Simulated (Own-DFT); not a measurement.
# One host, several defects: zincblende GaAs

Calculated, not measured: single-point runs of Own-DFT, a retired in-house plane-wave DFT program that no person has reviewed, on unrelaxed cells, without spin or spin-orbit coupling.

Settings: PBE; PseudoDojo norm-conserving scalar-relativistic files; cutoff 42 hartree; 3 x 3 x 3 k mesh centred on Gamma; Fermi-Dirac smearing of 0.1 eV.

Limits (not all hold for every row): not probed for a lower state with spin; forces on such cells failed a check on a denser k mesh; forces not confirmed at this smearing and k mesh; stress not checked against mesh or cutoff.

All runs share one cell, with vectors in Å (11.307, 0.000, 0.000); (0.000, 11.307, 0.000); (0.000, 0.000, 11.307) and a volume of 1445.4 Å³. u is the rms random offset of the atoms per axis. The defect's site can differ from row to row.

```
                    cell    formula   u (Å)  P (GPa)
               no defect   As32Ga32  0.0200     3.52
               no defect   As32Ga32  0.0213     3.53
               no defect   As32Ga32  0.0485     3.90
     one As on a Ga site   As33Ga31  0.0301        ?
     one As on a Ga site   As33Ga31  0.0301     4.29
     one As on a Ga site   As33Ga31  0.0504     4.65
     one As on a Ga site   As33Ga31  0.0527     4.63
        two As vacancies   As30Ga32  0.0303     3.15
        two As vacancies   As30Ga32  0.0456     3.55
        two As vacancies   As30Ga32  0.0498     3.59
     one P on an As site  As31Ga32P  0.0282     3.35
     one P on an As site  As31Ga32P  0.0297     3.35
     one P on an As site  As31Ga32P  0.0305     3.39
two As on a Ga site each   As34Ga30  0.0299     4.80
two As on a Ga site each   As34Ga30  0.0304     4.80
two As on a Ga site each   As34Ga30  0.0313     4.81
```

## Working it out

P = P0 + c u² + a shift for each defect gives P0 = 3.42 GPa, c = 217 ± 18 GPa/Å² and a scatter of 0.04 GPa. The shifts, and each times the cell's volume:

- two As on a Ga site each: 1.18 ± 0.04 GPa, 10.7 eV (5.3 eV for each of its 2 sites)
- one As on a Ga site: 0.66 ± 0.04 GPa, 5.9 eV
- one P on an As site: -0.24 ± 0.04 GPa, -2.2 eV
- two As vacancies: -0.39 ± 0.04 GPa, -3.5 eV (-1.7 eV for each of its 2 sites)

A positive shift means that the defect pushes the cell outwards. Shift times volume (160.2 GPa Å³ is 1 eV) depends little on the cell's size, so, taken for each site, it can be compared between cells at like pressure. The atoms around the defects weren't relaxed, which would change these numbers.

## Prediction

Q: what pressure belongs in the blank (one As on a Ga site, u = 0.0301 Å)?

The fitted form gives 4.27 ± 0.05 GPa. Computed: 4.19 GPa.
